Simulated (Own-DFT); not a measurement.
## Calculated data, Hf36O71 (tetragonal hafnia with one neutral oxygen vacancy, atoms displaced)

All values are calculated (Own-DFT development build). A calculation, not a measurement: plane-wave PBE and HSE06 DFT by an unreviewed code, no spin, of a simulated cell at Gamma alone, so results move with cell size and shape, stress positive in tension, energies less offsets, not probed for a lower state with spin; hafnium file: forces about 75 meV/angstrom off all-electron values; oxygen file: force components 24 meV/angstrom off all-electron in a glass; k mesh not checked against a denser one; forces and stress are PBE's, HSE06 gives the energy alone, and its difference from PBE has offsets of its own; offsets are fitted by least squares, one for each functional and potential file, so energies compare only between cells with the same atoms and settings and are not formation energies; the far tail of each file's local potential was reset to the Coulomb form; each entry is a single point on an unrelaxed cell, so the pressure reflects the starting lattice, taken from the Materials Project, from which strain is counted, and rises with the displacements; printed positions are rounded, which can move forces by about a meV/angstrom; the program is a retired in-house code; no spin-orbit coupling.

Settings shared by all entries: first functional PBE; second functional HSE06; exact exchange share 0.25; screening 0.11 1/bohr; exchange divergence Gygi-Baldereschi; potential files PseudoDojo norm-conserving, scalar-relativistic, made for PBE, standard set; wave cutoff 48 hartree; occupations fixed; k mesh 1 x 1 x 1 centred on Gamma.

(1) Hf36O71 (tetragonal hafnia with one neutral oxygen vacancy, atoms displaced)

```cif
# cell vector a (Å): 10.7800 0.0000 0.0000
# cell vector b (Å): 0.0000 10.7800 0.0000
# cell vector c (Å): 0.0000 0.0000 10.4493
data_Hf36O71
_symmetry_space_group_name_H-M 'P 1'
_symmetry_Int_Tables_number 1
_cell_length_a 10.7800
_cell_length_b 10.7800
_cell_length_c 10.4493
_cell_angle_alpha 90.000
_cell_angle_beta 90.000
_cell_angle_gamma 90.000
_cell_volume 1214.30
loop_
_atom_site_label
_atom_site_type_symbol
_atom_site_fract_x
_atom_site_fract_y
_atom_site_fract_z
_atom_site_occupancy
Hf1 Hf 0.00724 0.99217 0.00008 1
Hf2 Hf 0.16307 0.16694 0.25773 1
O1 O 0.98945 0.16932 0.15140 1
O2 O 0.16982 0.99956 0.35062 1
O3 O 0.00039 0.16668 0.40385 1
O4 O 0.16863 0.99859 0.09741 1
Hf3 Hf 0.00542 0.99765 0.50173 1
Hf4 Hf 0.16035 0.16310 0.74173 1
O5 O 0.00326 0.16913 0.64795 1
O6 O 0.16004 0.00560 0.84893 1
O7 O 0.00362 0.16676 0.90622 1
O8 O 0.16678 0.99155 0.59386 1
Hf5 Hf 0.00245 0.33335 0.00090 1
Hf6 Hf 0.16789 0.49704 0.25998 1
O9 O 0.99970 0.50426 0.15285 1
O10 O 0.15596 0.33392 0.34531 1
O11 O 0.99946 0.49879 0.40257 1
O12 O 0.15659 0.33986 0.09895 1
Hf7 Hf 0.00173 0.33422 0.50670 1
Hf8 Hf 0.16073 0.49744 0.75305 1
O13 O 0.99348 0.49617 0.64549 1
O14 O 0.16205 0.32284 0.85527 1
O15 O 0.99470 0.49515 0.90221 1
O16 O 0.18022 0.33435 0.60062 1
Hf9 Hf 0.99618 0.66846 0.99738 1
Hf10 Hf 0.17687 0.83491 0.24592 1
O17 O 0.00017 0.83078 0.15379 1
O18 O 0.16944 0.66657 0.35077 1
O19 O 0.00168 0.82748 0.40276 1
O20 O 0.16442 0.67481 0.10334 1
Hf11 Hf 0.99873 0.66397 0.50715 1
Hf12 Hf 0.16200 0.83456 0.74877 1
O21 O 0.99447 0.83984 0.65208 1
O22 O 0.16735 0.66234 0.85052 1
O23 O 0.00699 0.83783 0.90536 1
O24 O 0.16597 0.66018 0.59726 1
Hf13 Hf 0.32915 0.01104 0.99390 1
Hf14 Hf 0.50089 0.16407 0.24450 1
O25 O 0.33125 0.16435 0.14487 1
O26 O 0.49643 0.00359 0.34031 1
O27 O 0.32686 0.16374 0.40021 1
O28 O 0.50948 0.99844 0.09722 1
Hf15 Hf 0.33736 0.00046 0.50200 1
Hf16 Hf 0.49937 0.16623 0.75354 1
O29 O 0.33100 0.16317 0.65594 1
O30 O 0.50751 0.99836 0.85566 1
O31 O 0.33303 0.16078 0.89975 1
O32 O 0.50210 0.00368 0.59713 1
Hf17 Hf 0.33005 0.32867 0.00273 1
Hf18 Hf 0.49686 0.49650 0.24958 1
O33 O 0.32374 0.49517 0.15441 1
O34 O 0.50729 0.33319 0.35389 1
O35 O 0.33331 0.50575 0.40709 1
O36 O 0.50514 0.33811 0.10128 1
Hf19 Hf 0.33096 0.32677 0.49875 1
Hf20 Hf 0.49821 0.49685 0.74597 1
O37 O 0.33561 0.49951 0.64766 1
O38 O 0.50313 0.33024 0.85603 1
O39 O 0.33369 0.50089 0.89985 1
O40 O 0.49314 0.33965 0.59132 1
Hf21 Hf 0.33785 0.65977 0.99545 1
Hf22 Hf 0.50559 0.83417 0.25236 1
O41 O 0.33579 0.83606 0.15519 1
O42 O 0.50244 0.66321 0.34279 1
O43 O 0.34044 0.83288 0.39951 1
O44 O 0.50047 0.66768 0.09967 1
Hf23 Hf 0.33880 0.66237 0.50534 1
Hf24 Hf 0.49963 0.82957 0.74250 1
O45 O 0.33187 0.83236 0.65351 1
O46 O 0.50294 0.67694 0.83835 1
O47 O 0.33394 0.83132 0.89861 1
O48 O 0.50149 0.67537 0.60105 1
Hf25 Hf 0.66728 0.99686 0.99193 1
Hf26 Hf 0.82660 0.16440 0.25241 1
O49 O 0.66750 0.16573 0.14489 1
O50 O 0.66868 0.16409 0.40384 1
O51 O 0.83462 0.99361 0.09976 1
Hf27 Hf 0.66765 0.99689 0.50167 1
Hf28 Hf 0.83109 0.16647 0.74496 1
O52 O 0.66764 0.17340 0.65131 1
O53 O 0.83166 0.99400 0.84988 1
O54 O 0.67205 0.16344 0.89551 1
O55 O 0.83289 0.99965 0.59595 1
Hf29 Hf 0.66020 0.33391 0.99833 1
Hf30 Hf 0.82897 0.49475 0.25129 1
O56 O 0.66103 0.49827 0.15698 1
O57 O 0.83564 0.32976 0.35074 1
O58 O 0.66760 0.50037 0.40052 1
O59 O 0.84113 0.33091 0.09448 1
Hf31 Hf 0.67125 0.33769 0.49300 1
Hf32 Hf 0.84047 0.49727 0.76043 1
O60 O 0.66142 0.50049 0.65222 1
O61 O 0.83310 0.33092 0.84192 1
O62 O 0.66061 0.49896 0.89160 1
O63 O 0.83420 0.33519 0.59549 1
Hf33 Hf 0.66555 0.66517 0.99414 1
Hf34 Hf 0.82689 0.83492 0.24657 1
O64 O 0.67149 0.83597 0.15097 1
O65 O 0.83159 0.66654 0.35827 1
O66 O 0.65978 0.83061 0.40452 1
O67 O 0.83696 0.66230 0.09582 1
Hf35 Hf 0.65956 0.66658 0.50455 1
Hf36 Hf 0.83545 0.82799 0.75305 1
O68 O 0.66036 0.83261 0.64435 1
O69 O 0.83601 0.66661 0.84913 1
O70 O 0.66407 0.83791 0.90506 1
O71 O 0.82898 0.66862 0.60278 1
```

- PBE energy of cell above offsets: -97.421 eV
- HSE06 less PBE above offsets: 0.060 eV
- PBE pressure: 1.43 GPa
- PBE stress xx: -1.33 GPa
- PBE stress yy: -1.47 GPa
- PBE stress zz: -1.49 GPa
- PBE stress yz: 0.18 GPa
- PBE stress xz: 0.17 GPa
- PBE stress xy: -0.19 GPa

Force:
```tsv
element	x (eV/Å)	y (eV/Å)	z (eV/Å)
Hf	-1.76	2.56	1.578
Hf	-1.436	-0.823	-1.207
O	1.79	-0.516	1.173
O	-0.283	0.317	-0.167
O	0.08	-0.496	0.229
O	0.028	0.247	0.292
Hf	-1.392	-0.941	-1.823
Hf	0.596	0.559	1.863
O	-0.757	0.019	-0.193
O	0.624	-1.132	-0.637
O	-0.532	-0.728	-0.669
O	0.7	0.365	1.145
Hf	-0.879	-1.436	0.419
Hf	-1.94	2.397	-1.173
O	-0.043	0.009	0.458
O	0.915	-0.89	1.235
O	0.068	-0.107	0.636
O	2.623	-0.728	0.37
Hf	-0.295	0.174	-1.427
Hf	1.125	0.001	-0.4
O	1.405	-0.061	1.257
O	0.898	1.509	-1.149
O	0.297	1.158	-1.204
O	-2.781	0.071	0.584
Hf	1.653	-0.389	2.423
Hf	-1.499	-1.521	0.597
O	-0.221	0.371	-0.199
O	0.198	0.127	0.005
O	-0.252	1.216	0.941
O	0.908	-0.382	-1.51
Hf	-0.848	0.415	-2.382
Hf	1.257	-0.29	0.626
O	0.885	-0.576	0.538
O	-0.607	0.05	-0.789
O	-0.191	-2.11	-1.654
O	-0.012	0.253	1.033
Hf	1.47	-3.906	1.63
Hf	0.733	-0.082	-0.084
O	0.127	0.789	0.377
O	-0.002	0.061	0.99
O	0.122	0.671	-0.147
O	-1.761	0.504	0.099
Hf	-0.192	-1.132	-0.924
Hf	0.971	-0.852	-0.243
O	0.455	-0.185	-0.571
O	-0.816	0.677	-1.627
O	0.46	2.574	-0.815
O	-0.565	0.19	0.19
Hf	-0.689	0.523	0.267
Hf	-0.207	0.293	0.523
O	1.779	-0.229	-0.595
O	-0.721	-0.6	-1.253
O	0.035	-2.221	-0.773
O	-1.917	-0.382	-0.118
Hf	1.731	1.24	-0.445
Hf	0.416	-0.155	0.043
O	-0.73	0.728	1.126
O	-0.603	0.06	-0.623
O	0.209	-1.415	-0.103
O	0.886	-0.515	1.072
Hf	-1.526	2.507	1.247
Hf	-0.907	-0.008	-0.73
O	1.175	0.026	-0.422
O	-0.018	-0.057	0.756
O	0.106	0.104	1.042
O	0.165	-0.458	-1.068
Hf	-1.616	1.18	-0.988
Hf	-0.502	2.127	0.88
O	-0.515	0.184	-0.378
O	0.038	-2.906	1.496
O	-0.627	0.455	0.497
O	-0.951	-0.68	-0.118
Hf	0.713	1.28	1.443
Hf	0.769	-0.939	-0.723
O	-0.352	0.715	0.635
O	0.255	-0.012	-0.462
O	0.077	0.126	0.014
Hf	0.617	0.159	-0.496
Hf	-0.336	-0.659	1.014
O	-0.733	-0.096	0.089
O	0.42	0.466	-0.974
O	-0.204	1.068	0.222
O	0.157	0.391	-0.307
Hf	1.982	-0.839	-0.117
Hf	1.426	1.305	0.023
O	0.95	0.019	-1.072
O	-0.505	0.389	-0.107
O	0.009	0.086	0.084
O	-2.677	0.949	0.173
Hf	-0.79	-0.622	0.882
Hf	-1.738	-0.272	-1.658
O	0.685	-0.11	-0.188
O	-0.102	0.036	0.241
O	0.38	0.464	1.368
O	0.126	-0.237	0.295
Hf	0.032	0.488	0.928
Hf	2.269	0.022	1.081
O	-1.188	-0.865	-0.205
O	-0.256	-0.293	-1.334
O	0.065	0.748	-0.578
O	-1.821	0.013	-0.328
Hf	2.306	-0.339	-0.999
Hf	-1.492	1.253	-1.052
O	1.634	0.28	0.931
O	0.051	0.037	0.685
O	0.569	-2.837	-1.019
O	0.366	0.021	0.482
```

(2) Hf36O71 (tetragonal hafnia with one neutral oxygen vacancy, atoms displaced)

```cif
# cell vector a (Å): 10.7800 0.0000 0.0000
# cell vector b (Å): 0.0000 10.7800 0.0000
# cell vector c (Å): 0.0000 0.0000 10.4493
data_Hf36O71
_symmetry_space_group_name_H-M 'P 1'
_symmetry_Int_Tables_number 1
_cell_length_a 10.7800
_cell_length_b 10.7800
_cell_length_c 10.4493
_cell_angle_alpha 90.000
_cell_angle_beta 90.000
_cell_angle_gamma 90.000
_cell_volume 1214.30
loop_
_atom_site_label
_atom_site_type_symbol
_atom_site_fract_x
_atom_site_fract_y
_atom_site_fract_z
_atom_site_occupancy
Hf1 Hf 0.99737 0.98328 0.99053 1
Hf2 Hf 0.15225 0.16328 0.25079 1
O1 O 0.99814 0.16483 0.15813 1
O2 O 0.16832 0.01891 0.34747 1
O3 O 0.00383 0.15557 0.38938 1
O4 O 0.16153 0.97775 0.11118 1
Hf3 Hf 0.00345 0.99454 0.51202 1
Hf4 Hf 0.16315 0.16582 0.75210 1
O5 O 0.00564 0.16975 0.65901 1
O6 O 0.16929 0.00320 0.84749 1
O7 O 0.00515 0.17582 0.90058 1
O8 O 0.17634 0.01067 0.59446 1
Hf5 Hf 0.01178 0.33447 0.98888 1
Hf6 Hf 0.15594 0.49879 0.26109 1
O9 O 0.00704 0.49970 0.14554 1
O10 O 0.16009 0.32175 0.34722 1
O11 O 0.00506 0.50687 0.40101 1
O12 O 0.16737 0.33354 0.09863 1
Hf7 Hf 0.01179 0.32408 0.50444 1
Hf8 Hf 0.15992 0.50482 0.76148 1
O13 O 0.01260 0.50789 0.65832 1
O14 O 0.15890 0.35250 0.84123 1
O15 O 0.99542 0.50177 0.90142 1
O16 O 0.16941 0.33928 0.60300 1
Hf9 Hf 0.00068 0.66549 0.00078 1
Hf10 Hf 0.16420 0.82607 0.23542 1
O17 O 0.99551 0.83238 0.15674 1
O18 O 0.15142 0.67595 0.34980 1
O19 O 0.00435 0.83910 0.38861 1
O20 O 0.15755 0.67263 0.09805 1
Hf11 Hf 0.99353 0.66536 0.48601 1
Hf12 Hf 0.16512 0.83537 0.75727 1
O21 O 0.00395 0.83386 0.65412 1
O22 O 0.17365 0.66489 0.86231 1
O23 O 0.99657 0.84709 0.89910 1
O24 O 0.17878 0.66336 0.59101 1
Hf13 Hf 0.33627 0.00184 0.99613 1
Hf14 Hf 0.50302 0.16980 0.25521 1
O25 O 0.33975 0.16337 0.15851 1
O26 O 0.48653 0.99812 0.34491 1
O27 O 0.35033 0.16545 0.39830 1
O28 O 0.50789 0.00379 0.09498 1
Hf15 Hf 0.33722 0.00418 0.49970 1
Hf16 Hf 0.49349 0.16493 0.76042 1
O29 O 0.34192 0.16628 0.65716 1
O30 O 0.32025 0.16611 0.89767 1
O31 O 0.48906 0.99539 0.60505 1
Hf17 Hf 0.33571 0.32423 0.00481 1
Hf18 Hf 0.49265 0.48558 0.23872 1
O32 O 0.31610 0.49783 0.15885 1
O33 O 0.51218 0.33136 0.34412 1
O34 O 0.33078 0.49640 0.40141 1
O35 O 0.49673 0.33072 0.09488 1
Hf19 Hf 0.34087 0.32894 0.50645 1
Hf20 Hf 0.50196 0.49191 0.76165 1
O36 O 0.33391 0.50949 0.66604 1
O37 O 0.50407 0.33655 0.85723 1
O38 O 0.33073 0.49566 0.88830 1
O39 O 0.50559 0.32329 0.59602 1
Hf21 Hf 0.33971 0.65588 0.99997 1
Hf22 Hf 0.49977 0.83720 0.24887 1
O40 O 0.33141 0.84212 0.15233 1
O41 O 0.50387 0.67215 0.35023 1
O42 O 0.33391 0.84037 0.40215 1
O43 O 0.48771 0.66320 0.07941 1
Hf23 Hf 0.31927 0.66873 0.50804 1
Hf24 Hf 0.50926 0.82940 0.74859 1
O44 O 0.32879 0.81798 0.64498 1
O45 O 0.49479 0.66455 0.83510 1
O46 O 0.33070 0.83809 0.89311 1
O47 O 0.49405 0.66677 0.59989 1
Hf25 Hf 0.67634 0.00836 0.02126 1
Hf26 Hf 0.82843 0.16990 0.25413 1
O48 O 0.66427 0.16632 0.15113 1
O49 O 0.83436 0.99525 0.33907 1
O50 O 0.67554 0.16243 0.41335 1
O51 O 0.82318 0.99754 0.09829 1
Hf27 Hf 0.66677 0.01527 0.49935 1
Hf28 Hf 0.82121 0.16549 0.74994 1
O52 O 0.66959 0.17199 0.64362 1
O53 O 0.82429 0.01079 0.85980 1
O54 O 0.67408 0.15881 0.90945 1
O55 O 0.82349 0.00032 0.60327 1
Hf29 Hf 0.66365 0.32968 0.99928 1
Hf30 Hf 0.83630 0.49399 0.25701 1
O56 O 0.67385 0.49006 0.15884 1
O57 O 0.83837 0.33278 0.34181 1
O58 O 0.65252 0.51039 0.40913 1
O59 O 0.83248 0.32166 0.10267 1
Hf31 Hf 0.66894 0.34157 0.50540 1
Hf32 Hf 0.81687 0.49808 0.75014 1
O60 O 0.66391 0.49224 0.65479 1
O61 O 0.83959 0.33948 0.85064 1
O62 O 0.65897 0.50295 0.89573 1
O63 O 0.82736 0.34686 0.58496 1
Hf33 Hf 0.66324 0.66426 0.00003 1
Hf34 Hf 0.82331 0.83371 0.24622 1
O64 O 0.66421 0.83699 0.14743 1
O65 O 0.83315 0.65623 0.33250 1
O66 O 0.67242 0.82615 0.39672 1
O67 O 0.82781 0.66316 0.08135 1
Hf35 Hf 0.65506 0.66937 0.50884 1
Hf36 Hf 0.83011 0.83791 0.75749 1
O68 O 0.65486 0.82171 0.64569 1
O69 O 0.81853 0.66092 0.85484 1
O70 O 0.66609 0.85079 0.89571 1
O71 O 0.84145 0.65290 0.58809 1
```

- PBE energy of cell above offsets: -86.789 eV
- HSE06 less PBE above offsets: 0.501 eV
- PBE pressure: 6.35 GPa
- PBE stress xx: -7.45 GPa
- PBE stress yy: -5.61 GPa
- PBE stress zz: -5.97 GPa
- PBE stress yz: -0.1 GPa
- PBE stress xz: -2.05 GPa
- PBE stress xy: -0.02 GPa

Force:
```tsv
element	x (eV/Å)	y (eV/Å)	z (eV/Å)
Hf	0.78	7.858	6.006
Hf	1.684	0.082	-1.491
O	-1.61	-0.141	-1.496
O	0.635	-3.748	1.778
O	-1.774	1.229	3.459
O	-0.428	2.112	-3.398
Hf	0.791	-0.343	-2.99
Hf	1.404	1.266	0.229
O	-2.634	-0.025	-1.648
O	-1.017	-0.583	0.465
O	0.483	-2.518	-0.422
O	-2.125	-0.106	1.398
Hf	-1.502	0.641	2.017
Hf	0.684	0.092	0.164
O	-1.619	0.237	0.55
O	-0.344	2.076	1.434
O	-0.24	-3.25	-0.182
O	0.657	-0.622	-0.842
Hf	-0.306	0.642	-0.828
Hf	1.934	2.785	-2.749
O	-3.094	-0.538	-1.277
O	0.045	-5.647	2.325
O	0.01	1.263	0.401
O	0.688	-1.18	-0.895
Hf	-0.273	-1.345	0.337
Hf	0.556	1.802	2.143
O	-1.926	-0.289	-2.298
O	1.188	-2.221	-0.404
O	-0.771	0.443	2.502
O	1.709	0.227	0.53
Hf	1.73	1.582	1.047
Hf	3.529	-1.448	-1.144
O	-1.042	0.657	0.04
O	-1.564	1.978	-0.861
O	-0.52	-6.791	-3.52
O	-7.866	0.061	3.208
Hf	0.258	-1.769	1.48
Hf	-2.153	-2.12	-0.59
O	-0.703	0.45	-1.429
O	2.24	0.724	0.303
O	0.003	1.96	1.627
O	-2.15	-0.261	0.013
Hf	-0.477	-1.411	-1.961
Hf	0.438	-1.053	-0.781
O	-1.515	0.861	-0.02
O	0.9	1.139	0.504
O	2.977	0.499	0.472
Hf	-2.363	1.08	-0.283
Hf	0.444	2.531	2.755
O	2.288	0.359	-1.346
O	-0.014	0.648	0.32
O	0.062	-0.957	0.288
O	0.647	0.804	1.021
Hf	-0.81	0.827	-0.666
Hf	-2.456	2.261	-2.64
O	0.536	-1.264	-1.293
O	-0.058	-2.881	0.37
O	1.335	-0.566	3.598
O	-0.747	0.756	0.678
Hf	-5.769	0.833	-3.145
Hf	-1.409	-0.909	1.511
O	1.904	-0.905	-0.765
O	-0.385	-0.567	-2.118
O	-0.575	-0.785	-0.074
O	4.83	-0.408	3.202
Hf	6.437	0.561	-3.409
Hf	-3.677	0.898	0.17
O	-0.376	1.531	1.883
O	0.487	0.19	1.938
O	0.459	-0.154	1.264
O	0.689	-0.265	-0.113
Hf	-4.743	-1.265	-4.139
Hf	2.203	-0.451	-1.338
O	0.084	0.577	0.757
O	-0.914	0.94	1.164
O	-0.11	3.244	-2.848
O	6.258	-0.588	2.5
Hf	-1.363	-5.069	0.983
Hf	1.39	0.703	1.166
O	-0.987	-0.513	1.62
O	1.881	-1.447	-1.598
O	-0.971	2.63	-1.644
O	1.579	-0.269	0.631
Hf	2.404	0.344	0.837
Hf	0.401	-0.126	-2.494
O	-2.083	0.392	-1.138
O	-0.325	-0.245	1.983
O	0.986	-2.237	-0.253
O	-0.072	0.392	-1.394
Hf	-1.631	0.921	-1.929
Hf	3.721	0.842	-0.189
O	-1.198	0.116	-0.575
O	-1.472	-1.275	-0.96
O	0.325	-0.964	1.24
O	3.292	-0.556	1.619
Hf	0.892	1.192	-1.091
Hf	0.976	-0.653	1.221
O	-0.652	-1.12	-0.523
O	0.834	2.111	0.983
O	0.195	1.656	0.468
O	0.361	0.345	1.343
Hf	-0.587	0.413	-1.794
Hf	-1.614	-0.529	-0.466
O	3.959	0.559	0.402
O	0.405	2.074	-2.043
O	-0.341	-1.689	-0.013
O	-2.229	0.665	1.165
```

(3) Hf36O71 (tetragonal hafnia with one neutral oxygen vacancy, atoms displaced)

```cif
# cell vector a (Å): 10.7800 0.0000 0.0000
# cell vector b (Å): 0.0000 10.7800 0.0000
# cell vector c (Å): 0.0000 0.0000 10.4493
data_Hf36O71
_symmetry_space_group_name_H-M 'P 1'
_symmetry_Int_Tables_number 1
_cell_length_a 10.7800
_cell_length_b 10.7800
_cell_length_c 10.4493
_cell_angle_alpha 90.000
_cell_angle_beta 90.000
_cell_angle_gamma 90.000
_cell_volume 1214.30
loop_
_atom_site_label
_atom_site_type_symbol
_atom_site_fract_x
_atom_site_fract_y
_atom_site_fract_z
_atom_site_occupancy
Hf1 Hf 0.00532 0.99770 0.00728 1
Hf2 Hf 0.18409 0.16156 0.24141 1
O1 O 0.00032 0.17012 0.14268 1
O2 O 0.17460 0.99031 0.35613 1
O3 O 0.01368 0.14987 0.39436 1
O4 O 0.16402 0.99833 0.10415 1
Hf3 Hf 0.98879 0.99236 0.50078 1
Hf4 Hf 0.16750 0.17504 0.74626 1
O5 O 0.99709 0.17647 0.63949 1
O6 O 0.16574 0.99368 0.84648 1
O7 O 0.00236 0.16773 0.91593 1
O8 O 0.16583 0.99986 0.60296 1
Hf5 Hf 0.99513 0.32527 0.00341 1
Hf6 Hf 0.16880 0.50392 0.27389 1
O9 O 0.98992 0.49886 0.14972 1
O10 O 0.16532 0.32542 0.35987 1
O11 O 0.00920 0.48639 0.41258 1
O12 O 0.18194 0.33430 0.08472 1
Hf7 Hf 0.00563 0.32245 0.49333 1
Hf8 Hf 0.16762 0.49442 0.74742 1
O13 O 0.00890 0.49877 0.64784 1
O14 O 0.17137 0.34239 0.85544 1
O15 O 0.99309 0.50094 0.91233 1
O16 O 0.15777 0.33186 0.58924 1
Hf9 Hf 0.00965 0.65294 0.99661 1
Hf10 Hf 0.18757 0.81728 0.23110 1
O17 O 0.99969 0.82446 0.16277 1
O18 O 0.15900 0.66071 0.33869 1
O19 O 0.99123 0.82815 0.39889 1
O20 O 0.17520 0.66179 0.09232 1
Hf11 Hf 0.99813 0.67121 0.49136 1
Hf12 Hf 0.18630 0.83407 0.75141 1
O21 O 0.00450 0.82898 0.64721 1
O22 O 0.17199 0.66168 0.85236 1
O23 O 0.99177 0.83783 0.90108 1
O24 O 0.16609 0.66911 0.60240 1
Hf13 Hf 0.34759 0.99999 0.99904 1
Hf14 Hf 0.49046 0.16677 0.24868 1
O25 O 0.34528 0.17458 0.14765 1
O26 O 0.49314 0.00312 0.34852 1
O27 O 0.33483 0.16999 0.38845 1
O28 O 0.50536 0.99311 0.08969 1
Hf15 Hf 0.32829 0.00043 0.50069 1
Hf16 Hf 0.49803 0.15590 0.74225 1
O29 O 0.32278 0.18236 0.64081 1
O30 O 0.49410 0.00729 0.85627 1
O31 O 0.32468 0.17286 0.90210 1
O32 O 0.49776 0.00323 0.59353 1
Hf17 Hf 0.33185 0.34594 0.01416 1
Hf18 Hf 0.50058 0.48724 0.24081 1
O33 O 0.34057 0.50420 0.15304 1
O34 O 0.50663 0.34196 0.35560 1
O35 O 0.33006 0.49823 0.39022 1
O36 O 0.48811 0.34101 0.08769 1
Hf19 Hf 0.34297 0.34519 0.50663 1
Hf20 Hf 0.51681 0.50192 0.75057 1
O37 O 0.34113 0.49889 0.65925 1
O38 O 0.50141 0.33646 0.85010 1
O39 O 0.32302 0.50459 0.89399 1
O40 O 0.49645 0.32362 0.59550 1
Hf21 Hf 0.34233 0.67027 0.00001 1
Hf22 Hf 0.50719 0.84219 0.24727 1
O41 O 0.33318 0.83942 0.15705 1
O42 O 0.50354 0.67107 0.35177 1
O43 O 0.33523 0.81986 0.39935 1
O44 O 0.49804 0.66402 0.10211 1
Hf23 Hf 0.33149 0.66387 0.49748 1
Hf24 Hf 0.50932 0.81608 0.74608 1
O45 O 0.32981 0.83364 0.64825 1
O46 O 0.50794 0.67003 0.84657 1
O47 O 0.33495 0.84288 0.88546 1
O48 O 0.49963 0.66589 0.61741 1
Hf25 Hf 0.64572 0.98866 0.01398 1
Hf26 Hf 0.82049 0.16995 0.26605 1
O49 O 0.65552 0.16703 0.14771 1
O50 O 0.84502 0.99130 0.34271 1
O51 O 0.68743 0.16126 0.40063 1
O52 O 0.84101 0.00999 0.09893 1
Hf27 Hf 0.67465 0.99916 0.50148 1
Hf28 Hf 0.84774 0.16752 0.74688 1
O53 O 0.66216 0.16435 0.64489 1
O54 O 0.82702 0.01199 0.85676 1
O55 O 0.65281 0.15585 0.90180 1
O56 O 0.83160 0.99736 0.60613 1
Hf29 Hf 0.66405 0.32981 0.99992 1
Hf30 Hf 0.83848 0.51041 0.24661 1
O57 O 0.65566 0.50596 0.15197 1
O58 O 0.83255 0.33499 0.36474 1
O59 O 0.66246 0.49250 0.41201 1
Hf31 Hf 0.65752 0.31063 0.49395 1
Hf32 Hf 0.83449 0.50883 0.74105 1
O60 O 0.67667 0.48944 0.64957 1
O61 O 0.84382 0.34119 0.84672 1
O62 O 0.66616 0.49590 0.90054 1
O63 O 0.85146 0.32257 0.59945 1
Hf33 Hf 0.66376 0.66058 0.99271 1
Hf34 Hf 0.82294 0.83369 0.25335 1
O64 O 0.66583 0.81987 0.15484 1
O65 O 0.83392 0.67023 0.34331 1
O66 O 0.66697 0.84360 0.39415 1
O67 O 0.83930 0.65782 0.10227 1
Hf35 Hf 0.66801 0.66417 0.50690 1
Hf36 Hf 0.83328 0.83860 0.74248 1
O68 O 0.66454 0.83342 0.64518 1
O69 O 0.82243 0.66586 0.84935 1
O70 O 0.66161 0.82468 0.91309 1
O71 O 0.83542 0.66806 0.59904 1
```

* PBE stress yy: ?

To be estimated
1. Hf36O71 (tetragonal hafnia with one neutral oxygen vacancy, atoms displaced) (entry 3): PBE stress yy?

Answers
1. -2.87 GPa

Further results for Hf36O71 (tetragonal hafnia with one neutral oxygen vacancy, atoms displaced) (entry 3):

* PBE energy of cell above offsets: -83.983 eV
* HSE06 less PBE above offsets: 0.720 eV
* PBE pressure: 5.69 GPa
* PBE stress xx: -9.77 GPa
* PBE stress zz: -4.44 GPa
* PBE stress yz: 0.04 GPa
* PBE stress xz: 2.17 GPa
* PBE stress xy: 0.07 GPa

Force:
```tsv
element	x (eV/Å)	y (eV/Å)	z (eV/Å)
Hf	-1.882	-0.604	-0.602
Hf	-4.223	-0.501	2.28
O	0.681	1.473	1.916
O	1.24	-0.071	-1.343
O	-1.301	0.724	0.371
O	2.8	0.192	0.192
Hf	3.568	-0.227	-1.336
Hf	-0.059	-0.609	1.211
O	1.833	-2.465	1.69
O	0.086	1.802	0.219
O	0.156	-0.773	-3.241
O	0.072	0.281	-0.39
Hf	-0.146	0.787	0.899
Hf	-0.72	-5.477	-3.472
O	2.8	-0.822	0.77
O	0.798	0.484	-2.576
O	-0.172	3.703	-2.222
O	-6.002	-0.65	4.393
Hf	-1.32	-1.515	-0.439
Hf	0.372	1.041	0.557
O	-1.933	0.811	1.147
O	-1.176	-1.47	-1.788
O	0.31	-1.491	-1.829
O	3.511	0.635	2.463
Hf	-1.191	3.68	0.894
Hf	-8.68	2.102	4.274
O	0.802	0.209	-0.69
O	0.073	3.035	2.623
O	0.088	0.605	1.045
O	0.645	0.519	1.054
Hf	0.961	-0.674	1.885
Hf	-4.595	-0.475	0.766
O	-1.23	0.345	0.307
O	-0.652	1.197	-0.6
O	-0.289	-1.353	0.16
O	0.9	-0.346	-1.941
Hf	-4.627	1.804	-3.611
Hf	1.286	1.113	1.898
O	-0.632	-1.504	-1.43
O	0.578	0.187	-1.014
O	0.771	0.068	0.826
O	-7.577	-0.226	6.677
Hf	-2.108	-0.12	-1.065
Hf	-0.025	2.16	1.663
O	1.371	-1.234	0.441
O	-0.025	-2.154	-0.487
O	0.349	-1.401	0.324
O	0.552	0.149	0.277
Hf	0.487	0.677	-7.544
Hf	0.293	3.066	1.353
O	-1.898	0.178	-0.293
O	-0.284	-3.4	-0.443
O	0.054	0.927	1.412
O	5.312	-0.236	3.571
Hf	-3.522	-1.707	-0.533
Hf	-1.688	-2.25	1.131
O	0.021	-0.602	-1.967
O	0.382	-0.227	-1.59
O	1.942	0.992	2.026
O	1.756	0.257	0.862
Hf	-1.658	-2.197	-1.842
Hf	-0.68	-3.277	2.773
O	6.4	0.869	-4.271
O	0.409	-0.314	-0.082
O	-0.229	1.12	0.044
O	0.102	1.113	-0.87
Hf	0.26	0.322	1.154
Hf	-2.132	3.444	-0.074
O	3.69	-0.126	-1.619
O	-0.312	-2.137	1.904
O	1.105	-1.555	2.37
O	0.554	-0.098	-2.009
Hf	12.77	2.068	-6.955
Hf	3.89	0.078	-3.777
O	0.022	0.342	1.293
O	-1.136	2.01	2.008
O	-1.764	-2.211	-0.469
O	-2.631	-1.024	0.892
Hf	-1.532	-0.386	0.677
Hf	-1.658	1.345	1.497
O	0.932	0.032	-0.058
O	0.371	-1.681	-2.255
O	0.048	1.712	0.731
O	-0.339	-0.001	-0.296
Hf	-0.026	-1.515	-1.234
Hf	-1.748	-1.476	-0.093
O	2.502	-0.737	-0.626
O	-0.238	-0.358	-2.314
O	0.279	1.426	0.346
Hf	2.822	4.678	2.222
Hf	2.853	-1.704	1.066
O	-1.473	0.74	-0.327
O	-0.718	-1.336	0.46
O	-0.37	0.114	-0.267
O	-3.706	0.525	0.319
Hf	2.193	-1.024	2.266
Hf	3.994	-0.385	-2.046
O	-0.764	1.117	-1.093
O	-0.518	-0.991	1.984
O	-0.203	-0.892	0.887
O	-1.619	0.126	-0.977
Hf	-0.89	-1.431	-2.404
Hf	3.004	0.273	3.076
O	0.667	0.045	-0.123
O	-0.126	0.629	-1.037
O	-0.66	2.071	-1.615
O	-0.632	0.047	-0.364
```
